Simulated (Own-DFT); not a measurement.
## Calculated data, GaN (wurtzite, strained, atoms displaced), SiC (twinned 3C silicon carbide, atoms displaced), GaP (zincblende, strained, atoms displaced), SiC (2H silicon carbide, atoms displaced)

All values are calculated (Own-DFT development build). A calculation, not a measurement: plane-wave PBE density functional theory by an unreviewed code, no spin, of a simulated periodic cell, stress positive in tension, free energy of the whole cell less one offset for each atom, forces on such cells passed a denser k mesh, this cell's mesh not checked; offsets are fitted by least squares, one for each functional and potential file, so energies compare only between cells with the same atoms and settings and are not formation energies; the far tail of each file's local potential was reset to the Coulomb form; each entry is a single point on an unrelaxed cell, so the pressure reflects the starting lattice, mostly measured values (interpolated for alloys), from which strain is counted, and rises with the displacements; printed positions are rounded, which can move forces by about a meV/angstrom; the program, named Own-DFT, is a retired in-house code; no spin-orbit coupling.

Common to all runs: functional PBE.

(1) GaN (wurtzite, strained, atoms displaced)

```xyz
96
Lattice="12.7560 0.0000 0.0000 -4.7835 8.2853 0.0000 0.0000 0.0000 10.6292" Properties=species:S:1:pos:R:3 GaN
Ga     0.0055     1.8305     0.0251
Ga     1.6980     0.8970     2.6330
N     -0.0408     1.8389     1.9729
N      1.6276     0.9698     4.6374
Ga     0.0128     1.8095     5.3240
Ga     1.5533     0.8902     7.9775
N     -0.0186     1.8708     7.2394
N      1.5827     0.9092     9.9772
Ga    -1.5996     4.6377    10.6096
Ga    -0.0271     3.7418     2.5775
N     -1.5959     4.6593     1.9462
N      0.0590     3.7133     4.6474
Ga    -1.5626     4.6764     5.2844
Ga     0.0283     3.6866     8.0113
N     -1.6261     4.5950     7.4160
N     -0.0515     3.6640     9.9358
Ga    -3.1704     7.4305     0.0249
Ga    -1.6424     6.4811     2.6621
N     -3.1536     7.4108     2.0168
N     -1.5983     6.4212     4.7488
Ga    -3.1815     7.4722     5.3339
Ga    -1.6628     6.5379     7.9060
N     -3.1550     7.3587     7.3146
N     -1.5272     6.4331     9.8405
Ga     3.3200     1.8490    10.5817
Ga     4.8620     0.9361     2.7024
N      3.2080     1.8664     1.9648
N      4.7996     0.9338     4.7161
Ga     3.2001     1.8568     5.3066
Ga     4.8047     0.9501     7.9984
N      3.2485     1.8251     7.3443
N      4.7348     0.9142     9.9974
Ga     1.5395     4.6093     0.0972
Ga     3.0969     3.6741     2.5806
N      1.5554     4.5860     1.9962
N      3.2179     3.6401     4.6246
Ga     1.6017     4.5681     5.2635
Ga     3.2920     3.6815     7.9740
N      1.5624     4.6535     7.2818
N      3.2192     3.7584    10.0450
Ga     0.0408     7.3845    10.6029
Ga     1.6366     6.5106     2.5863
N     -0.0475     7.2936     2.0283
N      1.5900     6.4868     4.5991
Ga     0.0555     7.4308     5.3379
Ga     1.5983     6.3816     7.9416
N      0.0447     7.4189     7.2695
N      1.5172     6.3900    10.0386
Ga     6.3890     1.8562    10.6035
Ga     7.9387     0.8611     2.7059
N      6.3227     1.8674     2.1106
N      8.0559     0.9103     4.7085
Ga     6.3332     1.8205     5.2802
Ga     8.0106     0.8360     8.0189
N      6.3911     1.8643     7.3705
N      8.0241     0.9730     9.9214
Ga     4.8056     4.6190     0.0449
Ga     6.3670     3.5796     2.6672
N      4.8192     4.5694     2.0485
N      6.4337     3.6929     4.6903
Ga     4.8305     4.6501     5.3571
Ga     6.3800     3.7683     7.9758
N      4.8206     4.5540     7.2988
N      6.3838     3.7261     9.9710
Ga     3.1825     7.4038     0.0188
Ga     4.7703     6.4469     2.6849
N      3.1783     7.3990     2.0260
N      4.7463     6.5385     4.7099
Ga     3.1832     7.3287     5.3758
Ga     4.7896     6.4012     7.9706
N      3.2485     7.3865     7.2460
N      4.8134     6.3976     9.9560
Ga     9.6945     1.7936    10.6259
Ga    11.1965     1.0228     2.7656
N      9.4915     1.8124     1.9770
N     11.1757     0.9338     4.5671
Ga     9.4901     1.8655     5.3657
Ga    11.1749     0.9454     7.8857
N      9.5861     1.8316     7.3522
N     11.2399     0.7868     9.9823
Ga     7.9575     4.6654     0.0495
Ga     9.5746     3.6677     2.7498
N      8.0094     4.6373     1.9944
N      9.5695     3.6147     4.6386
Ga     7.9637     4.5956     5.3931
Ga     9.5079     3.6167     7.9741
N      8.0075     4.5741     7.3139
N      9.6137     3.5792     9.9281
Ga     6.4546     7.3868    10.6129
Ga     7.9942     6.4312     2.6171
N      6.4602     7.4114     1.9881
N      8.0004     6.4997     4.6682
Ga     6.3973     7.3830     5.3491
Ga     7.9980     6.4026     7.9704
N      6.3562     7.3681     7.3246
N      7.8933     6.3949     9.9770
```

It was run with potential files PseudoDojo norm-conserving, scalar-relativistic, standard set with the stringent files for Ga, wave cutoff 96 hartree, occupations Gaussian, smearing width 0.01 eV and k mesh 3 x 4 x 3 centred on Gamma.

Results for GaN (wurtzite, strained, atoms displaced): free energy of cell above offsets -5.874 eV; pressure 2.28 GPa; stress xx -3.9 GPa; stress yy -5.56 GPa; stress zz 2.62 GPa; stress yz 0.25 GPa; stress xz 0.02 GPa; stress xy 0.22 GPa.

Force:
```tsv
element	x (eV/Å)	y (eV/Å)	z (eV/Å)
Ga	-0.134	0.098	-0.17
Ga	-1.36	1.292	0.286
N	1.319	0.671	0.301
N	0.058	-0.225	-0.198
Ga	-0.384	1.111	-1.033
Ga	0.472	0.876	0.238
N	0.718	-0.438	0.866
N	0.653	0.827	-0.433
Ga	-0.553	-0.297	-0.726
Ga	-0.336	-0.991	1.246
N	-0.615	-0.336	0.535
N	-1.333	-0.734	-0.724
Ga	-0.09	-2.224	1.553
Ga	-0.816	0.491	-0.646
N	0.167	0.298	-1.469
N	1.03	-0.201	0.937
Ga	0.287	-1.467	-0.525
Ga	0.644	-0.857	0.929
N	-0.555	-0.642	-0.713
N	0.017	2.255	-1.394
Ga	0.046	-1.376	-0.248
Ga	2.66	-2.098	0.607
N	-2.207	1.121	-0.7
N	-0.999	0.902	1.562
Ga	-3.02	1.272	1.072
Ga	-2.343	-1.146	0.104
N	0.597	-0.656	-0.077
N	-0.655	-0.004	-1.313
Ga	0.119	0.161	0.687
Ga	0.582	-0.468	-0.263
N	-1.314	0.338	-0.326
N	2.573	-0.472	-0.807
Ga	0.219	-0.828	-1.505
Ga	1.6	0.022	1.093
N	0.41	1.121	0.125
N	0.194	1.062	0
Ga	0.589	0.938	0.316
Ga	-1.875	-0.135	0.643
N	1.161	-1.659	-0.168
N	-0.584	-0.93	-0.943
Ga	-1.497	-0.532	0.685
Ga	-1.361	-1.209	1.249
N	0.952	1.648	-0.638
N	0.399	-0.453	0.16
Ga	-0.436	-1.36	-0.173
Ga	-0.161	1.544	0.671
N	-0.216	-0.367	0.817
N	1.778	0.853	-1.051
Ga	0.331	0.326	0.093
Ga	0.893	1.513	0.472
N	1.64	-1.765	-2.112
N	-2.228	-0.488	-0.747
Ga	1.764	0.657	1.542
Ga	-0.561	1.355	-0.86
N	0.454	0.013	-0.47
N	-0.591	-0.937	1.272
Ga	0.174	0.178	0.411
Ga	0.674	3.19	0.981
N	-0.808	0.523	-0.265
N	-0.8	-0.182	-0.367
Ga	-0.506	-0.411	-1.276
Ga	0.821	-1.776	0.595
N	-0.266	1.229	-0.237
N	-0.008	-0.585	0.15
Ga	0.419	-0.599	-0.564
Ga	1.275	0.139	0.028
N	0.623	-0.609	-1.091
N	1.109	-1.486	-0.733
Ga	-0.659	0.766	-1.117
Ga	-0.026	0.506	0.431
N	-0.663	-1.217	1.783
N	-0.569	1.11	0.161
Ga	-0.672	0.17	0.439
Ga	-0.931	-1.201	-2.736
N	0.785	0.285	0.422
N	-0.191	0.1	3.323
Ga	1.789	-0.324	0.153
Ga	0.161	-0.513	1.335
N	-0.592	-0.554	-0.836
N	-0.306	2.794	-1.554
Ga	0.91	-1.871	-0.188
Ga	-0.208	-0.136	-1.793
N	-0.379	-1.069	0.38
N	0.151	1.487	0.999
Ga	0.9	0.619	-1.274
Ga	1.519	0.716	0.75
N	-0.659	0.611	0.114
N	-0.664	1.332	0.709
Ga	-1.515	-1.556	1.395
Ga	-0.382	0.655	1.019
N	-1.205	-0.179	0.237
N	-0.022	-0.705	0.046
Ga	-0.101	0.238	-0.64
Ga	-0.319	0.56	0.295
N	0.777	-0.377	-0.248
N	2.263	0.676	-0.87
```

(2) SiC (twinned 3C silicon carbide, atoms displaced)

```xyz
48
Lattice="4.3596 -4.3596 0.0000 0.0000 4.3596 -4.3596 8.7192 8.7192 8.7192" Properties=species:S:1:pos:R:3 SiC
Si     8.1164     3.7765    -0.5241
C      0.6612     0.4721     0.3935
Si     1.5775     1.7968    -0.5212
C      2.8148     2.7630     0.4969
Si     3.8864     1.6077     1.4508
C      4.8899     2.6830     2.6033
Si     3.9547     6.0475     1.6670
C      4.6637    -1.7447    -1.6048
Si     1.7841     3.5122    -2.6035
C      2.6113     4.7815    -1.5418
Si     3.8182     3.7501    -0.5640
C      4.7644     4.8160     0.5034
Si     6.0398     1.6582     3.7557
C      2.7721     2.6032    -3.7223
Si     3.7619    -0.4527    -0.6842
C      4.8201     0.4212     0.6616
Si     5.8695    -0.4854     1.5993
C      7.1524     0.6812     2.6828
Si     5.9474     3.7673     1.4644
C      2.6608     0.5660    -1.6912
Si     3.8620     1.4996    -2.6893
C      5.0201     2.7173    -1.7262
Si     6.1621     1.5973    -0.4745
C      7.0051     2.5987     0.4614
Si     8.4296     8.1611     8.0109
C      9.2462     0.6511     4.8727
Si     8.8811     4.6053     2.3562
C      9.8888     5.6958     3.5361
Si     9.6157     7.3663     3.0669
C     10.6127     8.5856     4.1702
Si    12.3844     5.8831     6.0758
C      4.8733     6.9720     2.6794
Si     8.7961     2.2036     4.4653
C     10.0396     3.3071     5.6898
Si     9.6034     5.3900     5.1772
C     10.7871     6.4047     6.4463
Si    10.3082    10.4473     3.9219
C      7.1090     6.9665     0.6912
Si     6.6016     6.7989     2.2111
C      7.6827     7.8135     3.3290
Si     7.2968     9.6438     3.0983
C      8.4457    10.7123     4.3090
Si    10.3825     8.3642     6.0327
C      6.8991     5.0612     2.5973
Si     6.7985     4.4957     4.4355
C      7.9089     5.5507     5.6479
Si     7.5625     7.4538     5.5208
C      8.5533     8.5463     6.3886
```

It was run with potential files PseudoDojo norm-conserving, scalar-relativistic, standard set, wave cutoff 42 hartree, occupations Fermi-Dirac, smearing width 0.1 eV, hardware one NVIDIA H100 and k mesh 5 x 5 x 2 centred on Gamma.

It finds free energy of cell above offsets 7.645 eV; pressure 10.93 GPa; stress xx -9.09 GPa; stress yy -10.51 GPa; stress zz -13.18 GPa; stress yz -1.25 GPa; stress xz -1 GPa; stress xy -1.38 GPa; wall time 213.7 s.

Force:
```tsv
element	x (eV/Å)	y (eV/Å)	z (eV/Å)
Si	0.876	0.479	-1.996
C	0.625	0.501	3.455
Si	0.316	-2.378	0.262
C	-2.572	-1.024	0.973
Si	-3.376	1.102	4.087
C	0.234	0.562	1.664
Si	-4.685	-3.688	-4.129
C	3.87	1.764	0.093
Si	-3.672	3.89	-0.703
C	2.179	-0.048	-1.764
Si	0.509	0.749	-2.179
C	3.132	2.34	-0.234
Si	-1.851	-0.64	0.419
C	1.298	0.737	-1.409
Si	-0.398	-2.363	3.219
C	-0.089	1.764	-6.145
Si	5.6	-1.958	1.867
C	-1.17	-2.576	0.445
Si	-0.258	0.862	1.93
C	2.057	3.222	3.32
Si	2.01	0.873	-2.535
C	-1.645	-2.096	2.843
Si	-5.958	-3.666	-4.919
C	5.292	5.175	4.564
Si	-4.535	-1.457	6.852
C	1.657	-7.084	1.501
Si	-1.482	-0.303	-0.462
C	1.02	-2.095	-3.763
Si	-2.157	4.852	0.405
C	1.257	-0.369	0.027
Si	1.772	1.721	-1.721
C	0.752	5.645	2.424
Si	2.137	5.498	0.906
C	-0.231	1.478	-1.992
Si	1.813	-3.051	6.107
C	-4.799	1.24	-0.3
Si	-0.53	-3.057	-1.505
C	0.194	2.852	-9.464
Si	0.495	-0.307	8.111
C	1.075	0.08	2.254
Si	3.202	-1.218	0.41
C	0.322	0.191	-2.253
Si	-1.125	-4.81	-4.356
C	2.591	-4.425	0.812
Si	-1.224	1.491	0.922
C	-2.77	1.313	0.22
Si	-3.961	-2.833	-6.065
C	2.203	1.063	-2.199
```

(3) GaP (zincblende, strained, atoms displaced)

```xyz
64
Lattice="10.8620 0.0000 0.0000 0.0000 10.8620 0.0000 0.0000 0.0000 10.9439" Properties=species:S:1:pos:R:3 GaP
Ga    10.8296    10.8235    10.9192
Ga     0.0275     2.8241     2.8315
Ga     2.5890    10.7976     2.6488
Ga     2.8184     2.7157    10.8783
P      1.3830     1.1809     1.4411
P      1.4487     4.0738     4.1482
P      4.1032     1.3624     4.1752
P      3.8946     4.0773     1.3892
Ga     0.0445     0.0287     5.4740
Ga     0.0505     2.8286     8.2686
Ga     2.7237     0.0679     8.0922
Ga     2.9109     2.7083     5.5202
P      1.3263     1.2833     6.8066
P      1.3374     3.9719     9.6073
P      4.0596     1.4060     9.6385
P      3.9240     4.1348     6.8529
Ga     0.0367     5.4277     0.0268
Ga     0.0259     8.1072     2.6467
Ga     2.7162     5.5221     2.6168
Ga     2.8585     8.1827    10.8525
P      1.4807     6.8996     1.2821
P      1.2221     9.4261     4.0874
P      4.2083     6.8110     4.2367
P      4.0460     9.4889     1.4164
Ga    10.8241     5.3345     5.4448
Ga     0.0776     8.1356     8.1761
Ga     2.7446     5.4705     8.1738
Ga     2.5961     8.1555     5.4408
P      1.3911     6.9064     6.8529
P      1.3973     9.5675     9.5758
P      3.9631     6.8144     9.5959
P      3.9407     9.4827     6.8346
Ga     5.3635    10.7237     0.0660
Ga     5.4992     2.7081     2.7490
Ga     8.2390     0.0103     2.6993
Ga     8.2519     2.6067    10.9202
P      6.8259     1.5228     1.2934
P      6.7582     4.0509     4.1684
P      9.5015     1.3022     4.0467
P      9.6332     3.9420     1.3752
Ga     5.3618    10.7931     5.4553
Ga     5.5811     2.9211     8.2437
Ga     8.1202    10.8377     8.2349
Ga     8.1531     2.6997     5.3505
P      6.8566     1.3433     6.9430
P      6.8236     4.1156     9.6279
P      9.4067     1.3209     9.4287
P      9.4866     4.1142     7.0316
Ga     5.4192     5.4858     0.1466
Ga     5.3531     8.2195     2.8093
Ga     7.9827     5.4237     2.7606
Ga     8.0462     8.2903     0.0959
P      6.8311     6.7954     1.3534
P      6.7149     9.2718     3.9864
P      9.6316     6.8435     4.2168
P      9.5167     9.4599     1.3629
Ga     5.3505     5.3871     5.3946
Ga     5.4549     8.2665     8.3497
Ga     8.1842     5.4949     8.3205
Ga     8.0486     8.2399     5.4607
P      6.7896     6.6197     6.9978
P      6.6515     9.5302     9.5268
P      9.4528     6.7339     9.5909
P      9.3875     9.5859     6.8449
```

Settings of this run: potential files PseudoDojo norm-conserving, scalar-relativistic, standard set, wave cutoff 42 hartree, occupations Fermi-Dirac, smearing width 0.1 eV, hardware one NVIDIA H100 and k mesh 3 x 3 x 3 centred on Gamma.

It finds free energy of cell above offsets -28.581 eV; pressure 4.59 GPa; stress xx -4.63 GPa; stress yy -4.77 GPa; stress zz -4.38 GPa; stress yz -1.15 GPa; stress xz -1.27 GPa; stress xy 0.44 GPa; wall time 586.7 s.

Force:
```tsv
element	x (eV/Å)	y (eV/Å)	z (eV/Å)
Ga	-0.037	0.498	-0.289
Ga	0.831	-1.64	-0.02
Ga	1.417	-0.881	2.439
Ga	-1.655	-0.442	1.009
P	-1.663	3.063	-1.83
P	0.292	0.287	-0.047
P	0.077	-0.683	-1.684
P	2.248	-0.299	0.151
Ga	-1.213	-0.595	-0.238
Ga	-0.765	-1.885	-1.168
Ga	0.048	0.025	1.455
Ga	-2.131	-0.635	-0.256
P	0.354	2.081	0.164
P	1.218	1.714	0.53
P	1.411	-0.996	-1.547
P	2.445	-0.196	0.329
Ga	-0.094	0.063	-0.053
Ga	-0.319	-0.633	0.321
Ga	-0.131	0.262	1.881
Ga	-1.571	1.166	0.623
P	-0.938	-0.307	-0.095
P	0.92	0.737	-0.2
P	-2.438	0.817	-1.792
P	-0.084	-0.348	0.218
Ga	0.517	0.294	1.181
Ga	-1.343	0.713	0.827
Ga	-1.52	0.37	0.732
Ga	0.968	0.036	-0.296
P	-0.473	-2.122	-0.358
P	0.039	-0.302	-0.349
P	2.331	-1.022	-0.575
P	1.308	-0.273	-0.079
Ga	0.357	2.084	-0.263
Ga	-1.115	0.199	-0.072
Ga	-1.533	-0.345	-0.34
Ga	0.144	1.256	-0.57
P	-0.631	-2.44	0.751
P	-0.195	0.211	-0.554
P	0.732	0.802	0.7
P	-1.44	1.492	-0.29
Ga	0.929	-0.163	0.587
Ga	-1.418	-1.451	-0.684
Ga	-0.591	-0.378	-0.205
Ga	0.523	-0.457	1.84
P	-1.183	0.59	-1.574
P	0.506	0.638	1.397
P	1.889	0.287	1.393
P	-0.023	-0.433	-2.074
Ga	-0.672	-0.659	-1.09
Ga	-1.051	-2.353	-1.988
Ga	2.171	-0.025	0.315
Ga	0.363	-0.966	-1.397
P	-0.999	0.704	0.732
P	1.921	3.941	1.573
P	-1.626	-0.237	-1.171
P	0.024	0.54	-0.056
Ga	1.079	-0.577	2.232
Ga	-2.032	-2.793	-2.561
Ga	-0.545	-1.071	-0.199
Ga	0.642	-1.661	1.086
P	-1.056	1.927	-1.543
P	2.294	1.334	2.063
P	1.329	1.991	1.266
P	1.16	-0.854	-0.287
```

(4) SiC (2H silicon carbide, atoms displaced)

```xyz
32
Lattice="6.1654 0.0000 0.0000 -3.0827 5.3394 0.0000 0.0000 0.0000 10.0681" Properties=species:S:1:pos:R:3 SiC
Si    -0.0012     0.0215     0.0048
Si     0.0465     1.7849     2.5431
C      6.1472     0.0104     1.9472
C      0.0025     1.7994     4.3947
Si     3.0917     5.3158     5.0083
Si     0.0453     1.7591     7.5200
C      3.0936     5.2978     6.9369
C     -0.0041     1.7943     9.4689
Si     4.5865     2.6626    10.0442
Si    -1.5280     4.4439     2.5138
C     -1.5292     2.6848     1.8427
C     -1.5387     4.4733     4.4153
Si    -1.5130     2.6357     5.0447
Si    -1.5704     4.4092     7.5417
C     -1.4950     2.6703     6.8895
C     -1.5376     4.4875     9.4829
Si    -0.0316     5.3295    10.0517
Si     3.1127     1.7823     2.4515
C     -0.0375     5.3097     1.8807
C      3.1119     1.7941     4.4297
Si    -0.0299     5.3332     5.0018
Si     3.0838     1.7884     7.5962
C     -0.0150     5.3333     6.9063
C      3.1315     1.7765     9.4468
Si     1.5303     2.6742     0.0667
Si     1.4986     4.4301     2.5135
C      1.5091     2.6772     1.9462
C      1.5767     4.4489     4.4022
Si     1.5652     2.6279     5.0578
Si     1.4900     4.4512     7.5591
C      1.5600     2.6572     6.9301
C      1.5120     4.3601     9.4534
```

It was run with potential files PseudoDojo norm-conserving, scalar-relativistic, standard set, wave cutoff 42 hartree, occupations Fermi-Dirac, smearing width 0.1 eV, hardware one NVIDIA H100 and k mesh 5 x 5 x 3 centred on Gamma.

The calculation gives: free energy of cell above offsets -4.793 eV; pressure 3.69 GPa; stress xx -3.67 GPa; stress yy -2.5 GPa; stress zz -4.9 GPa; stress yz -0.29 GPa; stress xz -0.32 GPa; stress xy -0.94 GPa; wall time 120.8 s.

Force:
```tsv
element	x (eV/Å)	y (eV/Å)	z (eV/Å)
Si	-0.682	-0.425	0.46
Si	-1.704	-0.416	-0.418
C	0.107	-0.339	-0.97
C	0.505	-0.619	0.721
Si	-0.249	0.567	0.478
Si	-0.553	-0.109	0.837
C	-0.756	0.432	-0.349
C	0.035	-0.223	-0.711
Si	1.647	0.86	0.393
Si	-1.105	-0.112	0.181
C	0.136	-0.417	0.893
C	0.071	-1.134	-0.471
Si	-0.377	0.981	-0.571
Si	0.928	0.7	0.377
C	-0.552	-0.751	1.272
C	-0.92	-1.007	-1.24
Si	1.171	-0.184	0.337
Si	-0.277	-0.033	1.471
C	0.71	0.859	-0.171
C	-0.185	-0.585	-1.035
Si	1.359	0.251	0.527
Si	0.476	-0.409	-1.454
C	-0.317	0.289	0.562
C	-1.653	-0.27	0.448
Si	-0.009	-0.925	-0.769
Si	0.852	0.886	0.544
C	1.327	-0.287	-0.951
C	-1.173	-0.524	0.228
Si	-0.022	1.045	-0.599
Si	0.753	-0.384	-0.245
C	0.057	0.204	0.194
C	0.398	2.078	0.03
```

(5) SiC (2H silicon carbide, atoms displaced)

```xyz
32
Lattice="6.1654 0.0000 0.0000 -3.0827 5.3394 0.0000 0.0000 0.0000 10.0681" Properties=species:S:1:pos:R:3 SiC
Si     6.1412     0.0020     0.1130
Si    -0.2352     1.8790     2.4544
C     -3.0077     5.3038     1.8622
C      0.1345     1.7016     4.1980
Si    -3.0364     5.2645     5.1125
Si     0.0744     1.6253     7.5229
C      2.9261     5.3210     6.9755
C      0.1657     1.7858     9.2959
Si    -1.5804     2.9123     0.0005
Si    -1.5581     4.4878     2.5287
C      4.5235     2.7367     1.8612
C     -1.5737     4.3613     4.1530
Si     4.6216     2.6577     4.9331
Si    -1.5854     4.3369     7.5743
C      4.5943     2.6106     6.9017
C     -1.6599     4.4149     9.2855
Si    -0.0674     5.2088     0.0089
Si     3.2175     1.7084     2.4811
C      3.0839     0.0930     1.7404
C      3.1584     1.8157     4.2697
Si     3.2133     0.0610     5.0070
Si     3.1134     1.7153     7.5024
C      3.0417     0.0231     6.6966
C      3.0218     1.9497     9.3594
Si     1.4536     2.6822     0.0354
Si     1.5417     4.4782     2.5731
C      1.5843     2.6004     1.7697
C      1.3574     4.5818     4.3408
Si     1.5932     2.6577     5.0716
Si     1.5535     4.4476     7.6953
C      1.4742     2.6760     6.8755
C      1.5859     4.3612     9.3149
```

It was run with potential files PseudoDojo norm-conserving, scalar-relativistic, standard set, wave cutoff 42 hartree, occupations Fermi-Dirac, smearing width 0.1 eV, hardware one NVIDIA H100 and k mesh 5 x 5 x 3 centred on Gamma.

It finds free energy of cell above offsets 5.693 eV; pressure 11.56 GPa; stress xx -3.53 GPa; stress yy -5.72 GPa; stress zz -25.42 GPa; stress yz -0.1 GPa; stress xz 1.06 GPa; stress xy -0.4 GPa; wall time 124.8 s.

Force:
```tsv
element	x (eV/Å)	y (eV/Å)	z (eV/Å)
Si	-0.464	0.965	-4.26
Si	6.332	-2.186	-0.925
C	-2.988	1.521	1.213
C	-1.42	0.575	4.376
Si	-0.88	1.021	-3.196
Si	-1.195	3.949	-0.604
C	3.262	-2.06	-1.766
C	-3.724	-1.145	3.156
Si	-0.481	-7.025	-0.898
Si	0.923	0.86	-4.969
C	0.965	1.525	-1.689
C	0.289	0.885	9.017
Si	2.314	-0.086	0.747
Si	0.478	1.163	-4.692
C	1.215	0.096	-1.253
C	1.476	3.809	3.806
Si	1.22	3.006	-3.962
Si	-4.625	1.874	-1.322
C	0.485	-3.241	3.067
C	-1.216	-0.636	2.084
Si	-6.064	2.164	-1.428
Si	-1.603	1.007	0.254
C	-0.654	-1.202	6.494
C	1.542	-2.621	1.005
Si	2.65	-0.346	-2.485
Si	0.241	-1.574	-3.293
C	-1.463	1.494	3.997
C	7.374	-4.68	-0.261
Si	-1.338	0.469	-2.9
Si	-2.525	-1.2	-7.809
C	1.401	-0.396	0.553
C	-1.525	2.015	7.943
```
